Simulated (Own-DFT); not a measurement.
# Response to strain: wurtzite AlN, 128 atoms (Al64N64)

These are calculations, not measurements. They come from Own-DFT, an in-house plane-wave density functional program, since retired, whose code no person has reviewed. Each row is one single-point run on a periodic cell that was not relaxed, without spin or spin-orbit coupling.

Settings of every run: PBE; PseudoDojo norm-conserving scalar-relativistic files; cutoff 42 hartree; 3 x 3 x 3 k mesh centred on Gamma; Gaussian smearing of 0.01 eV.

Known limits: k mesh not checked against a denser one; stress not checked against mesh or cutoff.

Unstrained cell vectors in Å: (12.448, 0.000, 0.000); (-6.224, 10.780, 0.000); (0.000, 0.000, 9.964). The unstrained cell has measured lattice constants (interpolated for alloys), not those of this functional. That, the random moves and any unrelaxed bonds set the pressure at no strain. Each run strains this cell uniformly, with the atoms carried along. Every atom was also moved at random, by a Gaussian of width 0.05 Å on each axis. Strain is the symmetric tensor, in per cent. Stress is positive in tension, and the pressure is minus a third of its trace.

| run | e_xx (%) | e_yy (%) | e_zz (%) | s_xx (GPa) | s_yy (GPa) | s_zz (GPa) | P (GPa) | E (meV/atom) |
|---|---|---|---|---|---|---|---|---|
| 1 | 0.00 | 0.00 | 2.25 | -4.25 | -4.79 | 5.35 | 1.23 | 0.0 |
| 2 | 0.00 | 0.00 | 3.00 | -4.72 | -3.76 | 8.02 | 0.16 | 19.0 |
| 3 | 0.00 | 0.00 | -1.75 | -6.52 | -6.43 | -15.11 | 9.35 | 21.7 |
| 4 | 0.00 | 0.00 | -1.50 | -6.73 | -7.00 | -13.28 | 9.00 | 20.5 |
| 5 | 0.00 | 0.00 | 1.75 | -3.52 | -5.60 | 2.20 | 2.31 | 8.7 |
| 6 | 0.00 | 0.00 | -0.50 | -7.06 | -6.65 | -5.71 | 6.47 | 11.8 |
| 7 | 0.00 | 0.00 | 1.50 | -4.33 | -3.49 | -0.95 | 2.92 | 19.2 |
| 8 | 0.00 | 0.00 | -1.00 | -5.16 | -7.62 | -10.36 | 7.71 | 17.6 |
| 9 | 0.00 | 0.00 | 1.25 | ? | ? | ? | ? | ? |

E is the free energy for each atom above the lowest run shown.

## Worked fit

The change of volume is close to e_xx + e_yy + e_zz. A straight line through the runs shown gives P = 5.82 - 197 x (fractional change of volume) GPa, with an error of 4 on the slope and a scatter of 0.21 GPa. The strain isn't the same on all axes and the cell isn't cubic, so the slope belongs to this path and is not the bulk modulus.

## Withheld run

Question: what pressure should run 9 give? Its volume changes by 1.25 %.

The line gives 3.4 GPa. The calculation gave 3.04 GPa.
